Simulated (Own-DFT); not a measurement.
# Point defects and the pressure they add: zincblende GaAs

No measurement is shown. These are fixed-geometry runs of a retired plane-wave code named Own-DFT, which no person has reviewed; spin and spin-orbit coupling are neglected.

Common settings: PBE; PseudoDojo norm-conserving scalar-relativistic files; cutoff 42 hartree; 3 x 3 x 3 k mesh centred on Gamma; Fermi-Dirac smearing of 0.1 eV.

Limits (not all hold for every row): not probed for a lower state with spin; forces not confirmed at this smearing and k mesh; stress not checked against mesh or cutoff.

All runs share one cell, with vectors in Å (10.862, 0.000, 0.000); (0.000, 10.862, 0.000); (0.000, 0.000, 11.796) and a volume of 1391.7 Å³, strained against the parent crystal. The atoms are randomly displaced, by u rms on each axis. The defect's site can differ from row to row.

| cell | formula | u (Å) | P (GPa) |
|---|---|---|---|
| no defect | As32Ga32 | 0.0304 | 6.70 |
| no defect | As32Ga32 | 0.0475 | 6.96 |
| no defect | As32Ga32 | 0.0544 | 7.37 |
| one As vacancy and one Ga vacancy | As31Ga31 | 0.0300 | 5.91 |
| one As vacancy and one Ga vacancy | As31Ga31 | 0.0309 | ? |
| one As vacancy and one Ga vacancy | As31Ga31 | 0.0474 | 6.17 |
| one As vacancy and one Ga vacancy | As31Ga31 | 0.0496 | 6.31 |
| one P on an As site | As31Ga32P | 0.0257 | 6.37 |
| one P on an As site | As31Ga32P | 0.0307 | 6.40 |
| one P on an As site | As31Ga32P | 0.0498 | 6.85 |
| one In on a Ga site | As32Ga31In | 0.0296 | 7.39 |
| one In on a Ga site | As32Ga31In | 0.0307 | 7.50 |
| one In on a Ga site | As32Ga31In | 0.0308 | 7.49 |
| one Al on a Ga site | AlAs32Ga31 | 0.0292 | 6.68 |
| one Al on a Ga site | AlAs32Ga31 | 0.0496 | 7.17 |
| one Al on a Ga site | AlAs32Ga31 | 0.0535 | 7.02 |

## Fit

P = P0 + c u² + a shift for each defect gives P0 = 6.48 GPa, c = 258 ± 32 GPa/Å² and a scatter of 0.09 GPa. The shifts, and each times the cell's volume:

- one In on a Ga site: 0.74 ± 0.08 GPa, 6.4 eV
- one Al on a Ga site: -0.06 ± 0.07 GPa, -0.5 eV (not resolved)
- one P on an As site: -0.29 ± 0.08 GPa, -2.5 eV
- one As vacancy and one Ga vacancy: -0.83 ± 0.07 GPa, -7.2 eV

A positive shift means that the defect pushes the cell outwards. Shift times volume (160.2 GPa Å³ is 1 eV) depends little on the cell's size, so, taken for each site, it can be compared between cells at like pressure. The atoms around the defects weren't relaxed, which would change these numbers.

## Prediction

The question: what pressure belongs in the blank (one As vacancy and one Ga vacancy, u = 0.0309 Å)?

Estimate: 5.90 ± 0.11 GPa. The calculation gave 5.79 GPa.
